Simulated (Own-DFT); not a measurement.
# How much smaller does PBEsol make it? L1_0 TiAl, 32 atoms (Al16Ti16)

Everything here is calculated. The program is Own-DFT (plane waves, in-house, since retired, never reviewed by a person); positions were held fixed, and spin and spin-orbit coupling were off.

Known weak points: forces on such cells failed a check on a denser k mesh; stress not checked against mesh or cutoff.

Each geometry was run with PBE and with PBEsol, otherwise alike: PseudoDojo norm-conserving scalar-relativistic files made for PBE; cutoff 42 hartree; 4 x 4 x 4 k mesh centred on Gamma; cold (Marzari-Vanderbilt) smearing of 0.2 eV. Unstrained cell vectors in Å: (5.621, 5.621, 0.000); (-5.621, 5.622, 0.000); (0.000, 0.000, 8.133). Each has a uniform strain, of which the change of volume is shown, and random moves of rms u per axis.

| run | volume change (%) | u (Å) | P with PBE (GPa) | P with PBEsol (GPa) |
|---|---|---|---|---|
| 1 | 1.60 | 0.0484 | -0.06 | -2.83 |
| 2 | -1.38 | 0.0448 | 3.38 | 0.47 |
| 3 | -1.70 | 0.0496 | 4.01 | 1.09 |
| 4 | 2.67 | 0.0494 | -1.28 | -4.01 |
| 5 | -2.46 | 0.0577 | 5.32 | 2.37 |
| 6 | 1.15 | 0.0450 | 0.39 | -2.41 |
| 7 | 0.17 | 0.0522 | 1.68 | -1.16 |
| 8 | -1.81 | 0.0532 | 4.32 | 1.39 |
| 9 | -0.87 | 0.0485 | 2.86 | -0.02 |
| 10 | -0.15 | 0.0547 | 2.33 | -0.53 |
| 11 | -2.32 | 0.0664 | 5.52 | 2.57 |
| 12 | -1.49 | 0.0487 | 3.64 | ? |

Question: by how much does PBEsol shrink this cell, and what belongs in the blank?

## Worked answer

Write v for the change of volume as a fraction. Fitted to v and u², the PBE pressure has a slope of -121 ± 1 GPa in v, with the ions held to the strained lattice. The difference PBEsol less PBE is -2.85 + 4.4 v GPa (slope ± 0.1) and averages -2.87 GPa. Divided by the mean slope of the two, 119 GPa, that makes PBEsol's volume at a given pressure, near 1 GPa, about 2.4 % smaller, or 0.80 % in lengths. At one volume PBEsol's slope is the smaller by 4 GPa, but its pressure there is lower too. If stiffness rises by about 4 GPa for each GPa, PBEsol at equal pressure is stiffer by about 7 GPa. Files made for PBEsol would give a different shift.

For run 12 the line gives 0.73 GPa. The run itself gave 0.72 GPa.
